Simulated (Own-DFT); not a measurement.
# Strain and stress in bcc W, 16 atoms (W16)

These are calculations, not measurements. The program, named Own-DFT, is a retired in-house plane-wave density functional code that no person has reviewed. Each row is one single-point run on a periodic cell that was not relaxed, without spin or spin-orbit coupling.

Settings of every run: PBE; PseudoDojo norm-conserving scalar-relativistic files; cutoff 50 hartree; 5 x 5 x 5 k mesh centred on Gamma; cold (Marzari-Vanderbilt) smearing of 0.2 eV.

Known limits: forces on such cells failed a check on a denser k mesh; stress not checked against mesh or cutoff.

Unstrained cell vectors in Å: (6.330, 0.000, 0.000); (0.000, 6.330, 0.000); (0.000, 0.000, 6.330). The unstrained cell has measured lattice constants (interpolated for alloys), not those of this functional. That, the random moves and any unrelaxed bonds set the pressure at no strain. Each run strains this cell uniformly, with the atoms carried along. Every atom was also moved at random, by a Gaussian of width 0.05 Å on each axis. Strain is the symmetric tensor, in per cent. Stress is positive in tension, and the pressure is minus a third of its trace.

| run | e_xx (%) | e_yy (%) | e_zz (%) | e_yz (%) | e_xz (%) | e_xy (%) | s_xx (GPa) | s_yy (GPa) | s_zz (GPa) | s_yz (GPa) | s_xz (GPa) | s_xy (GPa) | P (GPa) | E (meV/atom) |
|---|---|---|---|---|---|---|---|---|---|---|---|---|---|---|
| 1 | 1.83 | 1.79 | 0.29 | 2.00 | 1.71 | 0.46 | 5.22 | 4.38 | 1.04 | 5.17 | 4.49 | 0.53 | -3.55 | 21.6 |
| 2 | -1.87 | 0.28 | -1.77 | 1.70 | 1.68 | -0.49 | -22.17 | -14.57 | -21.80 | 6.39 | 5.94 | -2.19 | 19.51 | 59.1 |
| 3 | -1.57 | 1.55 | -1.18 | -0.59 | 1.70 | 1.72 | -16.25 | -6.13 | -14.79 | -2.76 | 5.64 | 5.75 | 12.39 | 43.5 |
| 4 | 1.29 | 1.73 | -0.09 | -1.73 | 1.45 | 1.70 | 1.95 | 3.45 | -2.49 | -5.38 | 4.97 | 5.42 | -0.97 | 16.6 |
| 5 | 1.03 | -1.69 | 0.05 | 1.76 | -1.38 | 1.43 | -7.12 | -15.42 | -9.54 | 6.13 | -5.29 | 4.99 | 10.69 | 53.4 |
| 6 | -1.83 | -0.16 | 0.60 | 0.98 | 1.62 | 0.54 | -16.90 | -11.06 | -8.97 | 2.99 | 4.99 | 1.80 | 12.31 | 22.8 |
| 7 | 0.73 | 1.38 | 1.90 | 0.38 | 0.21 | 0.60 | 2.66 | 4.81 | 6.34 | 1.27 | 0.30 | 1.70 | -4.60 | 11.1 |
| 8 | 0.47 | 1.91 | 1.41 | 1.82 | -0.60 | 0.36 | 0.10 | 4.42 | 3.39 | 4.61 | -1.62 | 1.32 | -2.64 | 44.8 |
| 9 | -1.13 | 0.84 | 1.51 | 1.33 | 0.76 | 0.05 | -8.64 | -2.35 | -0.47 | 3.94 | 2.19 | 0.00 | 3.82 | 6.3 |
| 10 | -1.35 | 1.25 | 1.96 | -1.25 | -1.65 | -1.22 | -9.25 | -0.96 | 1.76 | -3.95 | -5.15 | -3.92 | 2.82 | 40.7 |
| 11 | -1.84 | 0.22 | 1.21 | -1.22 | 0.20 | 0.15 | -14.96 | -8.16 | -5.93 | -3.86 | 0.79 | 0.55 | 9.69 | 42.1 |
| 12 | -0.83 | 1.88 | 1.46 | -1.69 | -0.71 | -0.55 | -4.96 | 3.36 | 1.57 | -5.17 | -2.15 | -1.78 | 0.01 | 9.6 |
| 13 | 1.49 | 0.98 | 1.60 | 0.22 | -1.27 | 0.70 | 5.59 | 3.53 | 5.77 | 0.75 | -3.34 | 1.64 | -4.96 | 0.0 |
| 14 | -0.03 | 0.69 | 0.65 | 1.72 | -1.74 | -1.04 | -5.40 | -3.17 | -4.13 | 4.69 | -5.40 | -2.96 | 4.23 | 39.1 |
| 15 | 1.79 | 1.12 | 0.78 | -0.60 | 0.95 | 0.17 | ? | ? | ? | ? | ? | ? | ? | ? |

E is the free energy for each atom above the lowest run shown.

## Worked fit

Each stress component was fitted by least squares to a constant and the strains of the runs shown, as fractions, with shears doubled. Shear strains stay in the fit of a normal stress only where such slopes are resolved. The slopes, in GPa:

```
stress,at no strain,per e_xx,per e_yy,per e_zz,scatter
s_xx,-8.6,523 ± 12,215 ± 17,235 ± 15,0.59
s_yy,-8.4,191 ± 13,516 ± 18,225 ± 16,0.61
s_zz,-8.5,218 ± 9,207 ± 13,542 ± 11,0.45
```

Each shear stress against twice its own strain: yz 143 ± 7, xz 149 ± 9, xy 177 ± 8 GPa. These are stiffnesses along x, y and z of the frame in which the cell vectors are given, which need not be the crystal's axes. The atoms are held to the strained lattice; where symmetry lets them move under strain, relaxing them would lower some slopes. The table should be nearly symmetric about its diagonal, and what it lacks of that shows the noise. A ninth of its sum, 319 ± 6 GPa, estimates the bulk modulus near the mean pressure of these runs, 4.2 GPa, so it lies above the value at zero pressure.

## Withheld run

Question: what normal stresses and pressure should run 15 give?

The fit gives s_xx = 4.9, s_yy = 2.5, s_zz = 2.0 and P = -3.1 GPa. The calculation gave 5.57, 3.45, 2.59 and P = -3.87 GPa.
